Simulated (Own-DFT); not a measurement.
Simulation results for HfTi₂₃O₄₈ (rutile with substituted atoms, atoms displaced)

Computed with Own-DFT development build. A calculation, not a measurement: plane-wave PBE density functional theory by an unreviewed code, no spin, of a simulated periodic cell, stress positive in tension, free energy of the whole cell less one offset for each atom, defect cell not probed for a lower state with spin; hafnium file: forces about 75 meV/angstrom off all-electron values; oxygen file: force components 24 meV/angstrom off all-electron in one glass; forces on such cells passed a denser k mesh, this cell's mesh not checked; offsets are fitted by least squares, one for each functional and potential file, so energies compare only between cells with the same atoms and settings and are not formation energies; the far tail of each file's local potential was reset to the Coulomb form; each entry is a single point on an unrelaxed cell, so the pressure reflects the starting lattice, mostly measured values (interpolated for alloys), from which strain is counted, and rises with the displacements; printed positions are rounded, which can move forces by about a meV/angstrom; the program, named Own-DFT, is a retired in-house code; no spin-orbit coupling; before rounding, a Quantum ESPRESSO 7.3.1 run of the same cell and cutoff gave forces within 1 meV/angstrom rms on each cell, which checks the program and not the settings.

Common to all runs: functional PBE; potential files PseudoDojo norm-conserving, scalar-relativistic, standard set; wave cutoff 72 hartree; occupations Fermi-Dirac; smearing width 0.1 eV; k mesh 3 x 3 x 3 centred on Gamma.

(1) 
```cif
# cell vector a (Å): 9.1874 0.0000 0.0000
# cell vector b (Å): 0.0000 9.1874 0.0000
# cell vector c (Å): 0.0000 0.0000 8.8761
data_HfTi23O48
_symmetry_space_group_name_H-M 'P 1'
_symmetry_Int_Tables_number 1
_cell_length_a 9.1874
_cell_length_b 9.1874
_cell_length_c 8.8761
_cell_angle_alpha 90.000
_cell_angle_beta 90.000
_cell_angle_gamma 90.000
_cell_volume 749.22
loop_
_atom_site_label
_atom_site_type_symbol
_atom_site_fract_x
_atom_site_fract_y
_atom_site_fract_z
_atom_site_occupancy
Ti1 Ti 0.01367 0.99933 0.00329 1
Ti2 Ti 0.25550 0.25995 0.16872 1
O1 O 0.16126 0.15399 0.99314 1
O2 O 0.34639 0.35474 0.99710 1
O3 O 0.40509 0.08974 0.16710 1
O4 O 0.08962 0.39763 0.17913 1
Ti3 Ti 0.00790 0.01189 0.33377 1
Ti4 Ti 0.25694 0.25506 0.50148 1
O5 O 0.14600 0.15127 0.32277 1
O6 O 0.31594 0.36473 0.33770 1
O7 O 0.38843 0.09949 0.49686 1
O8 O 0.10995 0.39508 0.51079 1
Ti5 Ti 0.01423 0.00078 0.65870 1
Ti6 Ti 0.23797 0.24469 0.83896 1
O9 O 0.14701 0.16099 0.66075 1
O10 O 0.34206 0.34030 0.65352 1
O11 O 0.39032 0.09537 0.83912 1
O12 O 0.09803 0.39106 0.83113 1
Ti7 Ti 0.01081 0.51635 0.00610 1
Ti8 Ti 0.23737 0.75181 0.16236 1
O13 O 0.14630 0.64678 0.00339 1
O14 O 0.35322 0.85053 0.00775 1
O15 O 0.40336 0.57836 0.17243 1
O16 O 0.11111 0.91274 0.15800 1
Ti9 Ti 0.00406 0.50353 0.33485 1
Ti10 Ti 0.23957 0.74075 0.48760 1
O17 O 0.15851 0.64670 0.33115 1
O18 O 0.33755 0.85646 0.33296 1
O19 O 0.41657 0.58932 0.50435 1
O20 O 0.09189 0.90310 0.48282 1
Ti11 Ti 0.99493 0.49258 0.66545 1
Ti12 Ti 0.25188 0.73643 0.82710 1
O21 O 0.15378 0.64581 0.65667 1
O22 O 0.34169 0.83475 0.64941 1
O23 O 0.40262 0.60627 0.83053 1
O24 O 0.09373 0.89766 0.84004 1
Ti13 Ti 0.49645 0.99800 0.99134 1
Ti14 Ti 0.73698 0.23721 0.15991 1
O25 O 0.65372 0.16457 0.00578 1
O26 O 0.84159 0.35695 0.99280 1
O27 O 0.89336 0.11153 0.16698 1
O28 O 0.58937 0.41421 0.16951 1
Ti15 Ti 0.48500 0.99532 0.32153 1
Ti16 Ti 0.75976 0.24218 0.51092 1
O29 O 0.66391 0.15231 0.33973 1
O30 O 0.85199 0.33953 0.33699 1
O31 O 0.89609 0.11005 0.49613 1
O32 O 0.61024 0.40698 0.48814 1
Ti17 Ti 0.49068 0.98947 0.66337 1
Ti18 Ti 0.74654 0.24423 0.82397 1
O33 O 0.66463 0.15161 0.66722 1
O34 O 0.84240 0.34024 0.67210 1
O35 O 0.89867 0.09075 0.84787 1
O36 O 0.58963 0.41124 0.83338 1
Ti19 Ti 0.51382 0.49870 0.00336 1
Ti20 Ti 0.75549 0.74362 0.17873 1
O37 O 0.64881 0.65571 0.99333 1
O38 O 0.85050 0.85468 0.01542 1
O39 O 0.91530 0.58420 0.17958 1
O40 O 0.60316 0.87640 0.14414 1
Ti21 Ti 0.48682 0.48375 0.33301 1
Ti22 Ti 0.75099 0.74430 0.50429 1
O41 O 0.65966 0.66394 0.32360 1
O42 O 0.85519 0.84375 0.34614 1
O43 O 0.89775 0.59437 0.49588 1
O44 O 0.59477 0.89470 0.46885 1
Ti23 Ti 0.51515 0.51023 0.66732 1
Hf1 Hf 0.73864 0.75076 0.84427 1
O45 O 0.65244 0.64448 0.65698 1
O46 O 0.85670 0.84002 0.67408 1
O47 O 0.89733 0.59644 0.84014 1
O48 O 0.60616 0.90054 0.83412 1
_calc_free_energy_of_cell_above_offsets '-10.652'  # eV
_calc_pressure 13.38  # GPa
_calc_stress_xx -12.61  # GPa
_calc_stress_yy -12.94  # GPa
_calc_stress_zz -14.61  # GPa
_calc_stress_yz 2.07  # GPa
_calc_stress_xz 0.23  # GPa
_calc_stress_xy -0.42  # GPa
```

Force:
```csv
element,x (eV/Å),y (eV/Å),z (eV/Å)
Ti,-3.611,0.623,-1.609
Ti,-1.155,0.432,-1.09
O,-0.964,-0.837,2.229
O,-0.453,-0.767,0.419
O,-0.729,1.853,-1.525
O,1.747,-0.903,-1.792
Ti,-2.616,0.885,-1.498
Ti,-0.862,-0.253,1.327
O,0.963,0.243,-0.202
O,2.039,-0.148,-1.347
O,2.379,-2.233,0.371
O,-2.928,2.065,0.277
Ti,-1.718,-0.368,1.768
Ti,1.065,2.088,-1.899
O,-1.127,-2.173,0.622
O,1.771,0.991,1.693
O,1.81,-1.465,-1.681
O,-0.786,1.673,0.044
Ti,-4.469,-4.978,-0.985
Ti,2.4,0.677,0.212
O,2.934,2.585,-0.593
O,-1.186,-1.319,-0.657
O,-2.057,2.999,-0.911
O,0.111,-1.199,1.68
Ti,-1.758,-4.007,1.452
Ti,1.345,0.173,1.463
O,-0.052,0.092,-0.917
O,-0.545,-1.403,-0.466
O,-2.207,1.782,-0.844
O,0.926,-0.544,1.903
Ti,0.118,-0.412,0.365
Ti,0.219,0.468,-1.016
O,-0.297,0.29,0.895
O,1.289,1.772,1.599
O,-0.554,0.347,0.15
O,1.19,-0.189,-1.253
Ti,0.797,-0.529,1.638
Ti,3.123,2.586,3.543
O,-3.256,-2.669,-3.028
O,-0.049,-0.228,0.1
O,2.133,-2.115,-0.093
O,2.014,-2.277,-0.202
Ti,2.558,-0.31,1.945
Ti,-1.674,2.586,-4.792
O,-2.402,-0.973,-0.771
O,0.755,1.659,0.334
O,3.682,-3.597,0.604
O,-0.876,-0.147,0.969
Ti,-0.099,0.443,-1.655
Ti,1.994,0.802,4.005
O,-3.393,-2.619,0.12
O,1.834,2.222,0.418
O,0.221,0.584,-1.456
O,0.863,-1.59,-0.314
Ti,-0.96,0.221,0.614
Ti,1.055,1.961,-0.439
O,-2.58,-3.796,4.983
O,1.197,-0.263,-0.056
O,-1.802,2.359,-1.726
O,-1.813,2.848,0.794
Ti,1.016,1.086,1.551
Ti,1.226,1.816,-1.726
O,-1.66,-2.299,2.008
O,0.23,0.253,-1.054
O,0.699,-0.61,1.172
O,-0.467,0.539,2.818
Ti,-1.487,-2.56,-1.799
Hf,6.115,0.466,-2.514
O,0.512,0.974,0.525
O,0.649,1.253,-2.619
O,2.475,-1.663,-0.529
O,-4.863,4.746,-1.551
```

(2) 
```cif
# cell vector a (Å): 9.1874 0.0000 0.0000
# cell vector b (Å): 0.0000 9.1874 0.0000
# cell vector c (Å): 0.0000 0.0000 8.8761
data_HfTi23O48
_symmetry_space_group_name_H-M 'P 1'
_symmetry_Int_Tables_number 1
_cell_length_a 9.1874
_cell_length_b 9.1874
_cell_length_c 8.8761
_cell_angle_alpha 90.000
_cell_angle_beta 90.000
_cell_angle_gamma 90.000
_cell_volume 749.22
loop_
_atom_site_label
_atom_site_type_symbol
_atom_site_fract_x
_atom_site_fract_y
_atom_site_fract_z
_atom_site_occupancy
Ti1 Ti 0.99903 0.00317 0.00284 1
Ti2 Ti 0.24011 0.25363 0.16960 1
O1 O 0.15473 0.15801 0.99465 1
O2 O 0.34333 0.35598 0.01271 1
O3 O 0.41001 0.09548 0.17687 1
O4 O 0.09809 0.39938 0.17535 1
Ti3 Ti 0.99291 0.99968 0.33573 1
Ti4 Ti 0.24693 0.25535 0.48672 1
O5 O 0.15135 0.15677 0.33697 1
O6 O 0.34684 0.33945 0.34119 1
O7 O 0.40907 0.10649 0.49575 1
O8 O 0.10055 0.39880 0.49846 1
Ti5 Ti 0.00704 0.00536 0.66988 1
Ti6 Ti 0.25853 0.24620 0.83628 1
O9 O 0.15114 0.16454 0.66510 1
O10 O 0.33230 0.35301 0.67721 1
O11 O 0.40411 0.10115 0.83031 1
O12 O 0.10287 0.39596 0.83373 1
Ti7 Ti 0.99524 0.50569 0.99777 1
Hf1 Hf 0.25327 0.74696 0.16918 1
O13 O 0.15295 0.65157 0.99854 1
O14 O 0.34791 0.84723 0.99761 1
O15 O 0.40320 0.59906 0.16491 1
O16 O 0.10264 0.90540 0.16826 1
Ti8 Ti 0.00152 0.49010 0.32982 1
Ti9 Ti 0.25764 0.75322 0.50536 1
O17 O 0.14750 0.65325 0.33877 1
O18 O 0.35332 0.85751 0.33220 1
O19 O 0.40335 0.59175 0.49975 1
O20 O 0.09552 0.91292 0.49885 1
Ti10 Ti 0.99277 0.50650 0.66071 1
Ti11 Ti 0.26174 0.75534 0.83020 1
O21 O 0.15575 0.65701 0.66663 1
O22 O 0.34853 0.84517 0.67551 1
O23 O 0.41298 0.59772 0.84332 1
O24 O 0.09206 0.91321 0.83340 1
Ti12 Ti 0.49887 0.99937 0.99054 1
Ti13 Ti 0.74615 0.24794 0.16915 1
O25 O 0.65029 0.15614 0.99565 1
O26 O 0.84707 0.33629 0.99753 1
O27 O 0.90930 0.09867 0.16624 1
O28 O 0.58778 0.39522 0.15814 1
Ti14 Ti 0.49584 0.99988 0.33699 1
Ti15 Ti 0.74616 0.24912 0.50332 1
O29 O 0.65455 0.15379 0.33517 1
O30 O 0.85082 0.33538 0.33853 1
O31 O 0.89316 0.09377 0.49737 1
O32 O 0.60276 0.40221 0.50008 1
Ti16 Ti 0.50010 0.00737 0.66642 1
Ti17 Ti 0.75657 0.25544 0.83639 1
O33 O 0.65542 0.13904 0.67509 1
O34 O 0.84018 0.35275 0.66126 1
O35 O 0.89590 0.10244 0.83985 1
O36 O 0.60846 0.40743 0.83192 1
Ti18 Ti 0.50770 0.50160 0.00461 1
Ti19 Ti 0.74698 0.74528 0.16986 1
O37 O 0.65473 0.65472 0.99882 1
O38 O 0.85561 0.85336 0.00775 1
O39 O 0.90125 0.60077 0.17389 1
O40 O 0.59194 0.90803 0.17780 1
Ti20 Ti 0.50044 0.50146 0.33381 1
Ti21 Ti 0.75673 0.74688 0.50148 1
O41 O 0.65773 0.65156 0.32891 1
O42 O 0.84560 0.84019 0.33758 1
O43 O 0.90955 0.59967 0.49908 1
O44 O 0.60188 0.90062 0.49650 1
Ti22 Ti 0.50236 0.49851 0.67464 1
Ti23 Ti 0.76395 0.74548 0.84356 1
O45 O 0.65370 0.65005 0.67285 1
O46 O 0.84688 0.84751 0.65211 1
O47 O 0.89900 0.60178 0.83779 1
O48 O 0.57988 0.90377 0.83432 1
_calc_free_energy_of_cell_above_offsets '-17.343'  # eV
_calc_pressure 9.83  # GPa
_calc_stress_xx -9.49  # GPa
_calc_stress_yy -9.49  # GPa
_calc_stress_zz -10.53  # GPa
_calc_stress_yz 0.59  # GPa
_calc_stress_xz 0.4  # GPa
_calc_stress_xy 1.17  # GPa
```

Force:
```csv
element,x (eV/Å),y (eV/Å),z (eV/Å)
Ti,0.648,0.402,0.197
Ti,1.774,-1.52,-1.73
O,-0.463,-0.74,1.407
O,0.4,-0.237,-0.418
O,-1.656,1.37,-1.453
O,-0.665,0.691,-1.028
Ti,-0.003,-0.244,0.055
Ti,0.154,-1.232,3.459
O,-0.816,-0.821,-0.461
O,1.632,2.162,-1.872
O,-0.558,-0.083,1.587
O,-1.364,1.452,0.465
Ti,-0.157,1.104,-0.465
Ti,-0.863,1.41,-0.595
O,-0.936,-1.858,0.304
O,2.339,1.222,-0.952
O,-0.215,-0.012,0.24
O,-2.273,2.082,0.63
Ti,2.047,-0.872,-0.391
Hf,-1.395,0.985,0.368
O,-1.724,-1.386,-1.643
O,0.672,1.116,-1.531
O,2.367,-1.981,0.714
O,-1.559,1.456,-0.004
Ti,-0.124,0.606,0.949
Ti,-0.904,-0.341,-0.899
O,-0.105,-0.563,1.771
O,-1.06,-1.268,2.358
O,-0.21,0.734,-0.335
O,1.102,-0.916,0.392
Ti,1.615,-1.568,0.08
Ti,-1.04,-1.124,1.296
O,-0.458,-0.272,-0.066
O,0.426,0.74,-1.455
O,-1.016,0.701,-0.978
O,1.095,-1.214,-0.22
Ti,0.451,0.66,2.669
Ti,-0.505,-1.152,0.289
O,-0.199,-0.396,0.486
O,1.318,2.13,1.255
O,-0.98,0.679,0.269
O,1.212,-0.095,1.541
Ti,0.883,0.588,-0.474
Ti,-0.197,-1.1,-0.332
O,0.234,0.399,-0.51
O,0.39,1.309,-0.622
O,0.475,0.122,0.205
O,-0.894,0.458,-0.225
Ti,1.336,0.192,-1.669
Ti,-0.503,-1.226,-0.451
O,0.109,0.925,-0.467
O,1.016,0.611,0.401
O,0.808,-0.648,-0.603
O,-0.844,0.017,0.236
Ti,-1.197,-0.849,-0.835
Ti,-0.386,1.75,0.798
O,0.4,0.248,0.026
O,-1.238,-1.143,-0.691
O,0.416,-0.98,-0.86
O,1.777,-1.663,-1.939
Ti,0.215,-0.291,0.723
Ti,-1.478,1.07,0.839
O,-1.293,-1.365,0.086
O,0.863,0.888,-0.884
O,-0.21,-0.509,0.124
O,-0.365,-0.261,1.024
Ti,-0.163,-0.288,-0.191
Ti,-1.637,1.941,-1.76
O,0.15,0.116,0.154
O,0.471,0.084,2.024
O,0.907,-0.887,-0.241
O,1.953,-1.32,-0.169
```

(3) 
```cif
# cell vector a (Å): 9.1874 0.0000 0.0000
# cell vector b (Å): 0.0000 9.1874 0.0000
# cell vector c (Å): 0.0000 0.0000 8.8761
data_HfTi23O48
_symmetry_space_group_name_H-M 'P 1'
_symmetry_Int_Tables_number 1
_cell_length_a 9.1874
_cell_length_b 9.1874
_cell_length_c 8.8761
_cell_angle_alpha 90.000
_cell_angle_beta 90.000
_cell_angle_gamma 90.000
_cell_volume 749.22
loop_
_atom_site_label
_atom_site_type_symbol
_atom_site_fract_x
_atom_site_fract_y
_atom_site_fract_z
_atom_site_occupancy
Ti1 Ti 0.01638 0.01024 0.00439 1
Ti2 Ti 0.23158 0.22767 0.18383 1
O1 O 0.16479 0.14964 0.98524 1
O2 O 0.34930 0.35864 0.00145 1
O3 O 0.40307 0.08287 0.17283 1
O4 O 0.10247 0.39695 0.17487 1
Ti3 Ti 0.98312 0.99147 0.33001 1
Ti4 Ti 0.24986 0.24939 0.48545 1
O5 O 0.16722 0.16256 0.33196 1
O6 O 0.33758 0.35441 0.33416 1
O7 O 0.39602 0.08428 0.48929 1
O8 O 0.09355 0.39724 0.47974 1
Ti5 Ti 0.00097 0.99653 0.65839 1
Ti6 Ti 0.26137 0.25153 0.83861 1
O9 O 0.14247 0.14381 0.66501 1
O10 O 0.35668 0.36102 0.66021 1
O11 O 0.40199 0.09218 0.83444 1
O12 O 0.07792 0.39369 0.84081 1
Ti7 Ti 0.00258 0.49962 0.00033 1
Hf1 Hf 0.25108 0.75159 0.16754 1
O13 O 0.15479 0.65643 0.98595 1
O14 O 0.34866 0.86517 0.99550 1
O15 O 0.40685 0.59660 0.17671 1
O16 O 0.10659 0.88699 0.16489 1
Ti8 Ti 0.00257 0.48966 0.33944 1
Ti9 Ti 0.25353 0.74737 0.49806 1
O17 O 0.14130 0.65423 0.33627 1
O18 O 0.34597 0.84983 0.34230 1
O19 O 0.39773 0.58300 0.50023 1
O20 O 0.07098 0.90030 0.48397 1
Ti10 Ti 0.01037 0.50685 0.67921 1
Ti11 Ti 0.25022 0.73847 0.83902 1
O21 O 0.15336 0.66701 0.68312 1
O22 O 0.34445 0.83851 0.67427 1
O23 O 0.40178 0.59208 0.83448 1
O24 O 0.09372 0.89716 0.83281 1
Ti12 Ti 0.48407 0.99690 0.99312 1
Ti13 Ti 0.73282 0.24222 0.16321 1
O25 O 0.65402 0.14901 0.01436 1
O26 O 0.84288 0.35687 0.01107 1
O27 O 0.88204 0.09529 0.16601 1
O28 O 0.58090 0.41171 0.15389 1
Ti14 Ti 0.49356 0.00000 0.34009 1
Ti15 Ti 0.74781 0.25350 0.50117 1
O29 O 0.65789 0.16061 0.32456 1
O30 O 0.83115 0.34994 0.33779 1
O31 O 0.89131 0.09048 0.50180 1
O32 O 0.58434 0.40406 0.49896 1
Ti16 Ti 0.49685 0.99939 0.67845 1
Ti17 Ti 0.75108 0.24296 0.83514 1
O33 O 0.64437 0.13850 0.65919 1
O34 O 0.84612 0.33792 0.66833 1
O35 O 0.88745 0.10805 0.82655 1
O36 O 0.58902 0.39067 0.83834 1
Ti18 Ti 0.49952 0.49636 0.00987 1
Ti19 Ti 0.75917 0.75298 0.15375 1
O37 O 0.63689 0.65816 0.01510 1
O38 O 0.83585 0.82829 0.99797 1
O39 O 0.89965 0.59738 0.17304 1
O40 O 0.58652 0.89160 0.15577 1
Ti20 Ti 0.51457 0.50422 0.34291 1
Ti21 Ti 0.75904 0.77230 0.51703 1
O41 O 0.65442 0.66596 0.33082 1
O42 O 0.85115 0.85100 0.32426 1
O43 O 0.90516 0.60286 0.49793 1
O44 O 0.59746 0.91137 0.49041 1
Ti22 Ti 0.49733 0.50256 0.66006 1
Ti23 Ti 0.75542 0.74989 0.83425 1
O45 O 0.66126 0.64276 0.67192 1
O46 O 0.84791 0.83574 0.65379 1
O47 O 0.89114 0.57708 0.80687 1
O48 O 0.60869 0.89874 0.83426 1
_calc_free_energy_of_cell_above_offsets '-8.249'  # eV
_calc_pressure 15.76  # GPa
_calc_stress_xx -13.71  # GPa
_calc_stress_yy -13.02  # GPa
_calc_stress_zz -20.56  # GPa
_calc_stress_yz 1.7  # GPa
_calc_stress_xz -1.14  # GPa
_calc_stress_xy -0.85  # GPa
```

Force:
```csv
element,x (eV/Å),y (eV/Å),z (eV/Å)
Ti,-1.063,-0.924,-1.731
Ti,5.738,5.816,-8.579
O,-1.726,-1.309,1.754
O,-2.566,-2.687,-1.372
O,-1.974,2.226,-0.921
O,-0.451,-0.162,-1.697
Ti,-1.666,0.291,0.049
Ti,2.531,2.6,4.665
O,-6.311,-6.543,4.843
O,0.258,-1.405,-0.169
O,-1.472,1.956,2.091
O,1.562,-1.728,3.236
Ti,1.225,1.758,0.727
Ti,1.203,2.752,-1.014
O,0.839,0.571,-0.041
O,-3.033,-3.151,0.549
O,-1.026,1.79,-1.396
O,2.267,-0.858,-0.37
Ti,-1.989,-1.104,2.363
Hf,3.871,-4.042,0.447
O,-2.402,-2.284,1.806
O,-1.799,-1.909,-0.943
O,-0.668,0.16,-0.004
O,-5.717,6.504,-0.805
Ti,-3.118,2.288,-0.914
Ti,0.137,-0.443,0.633
O,0.896,0.05,1.384
O,-0.301,-0.33,1.547
O,-1.696,2.692,-0.545
O,2.711,-1.017,1.689
Ti,-0.437,-0.797,-3.708
Ti,3.177,1.026,-1.727
O,-2.034,-2.344,-2.643
O,1.032,1.411,-1.695
O,-0.876,1.403,-0.621
O,-1.52,1.594,1.004
Ti,3.75,-0.508,4.211
Ti,1.104,2.539,0.23
O,-1.372,-0.803,-2.552
O,0.574,0.018,-0.961
O,3.49,-1.295,-1.062
O,3.269,-3.527,4.186
Ti,2.482,-0.855,-2.084
Ti,0.552,0.568,-0.188
O,-2.532,-1.888,2.148
O,1.203,0.622,0.3
O,0.221,0.288,-0.604
O,2.107,-2.033,0.698
Ti,1.184,-0.935,-2.348
Ti,-1.855,2.664,0.15
O,-0.097,0.76,0.549
O,-0.218,0.216,-0.648
O,2.81,-3.293,0.936
O,0.7,-0.002,-0.621
Ti,-0.763,2.088,-3.263
Ti,-3.991,-2.56,4.297
O,1.492,-0.071,-2.173
O,4.437,3.675,-2.519
O,0.989,-0.353,-1.503
O,0.481,0.883,0.408
Ti,0.737,2.651,-3.295
Ti,-5.271,-5.753,-8.429
O,-1.187,-1.983,0.822
O,-0.146,0.297,0.573
O,0.434,-0.381,0.699
O,1.064,-1.157,1.629
Ti,1.265,0.338,3.611
Ti,-3.17,-1.927,-0.072
O,-0.289,1.204,-0.528
O,4.44,3.888,7.298
O,-0.666,2.152,3.016
O,-0.831,0.622,-0.805
```
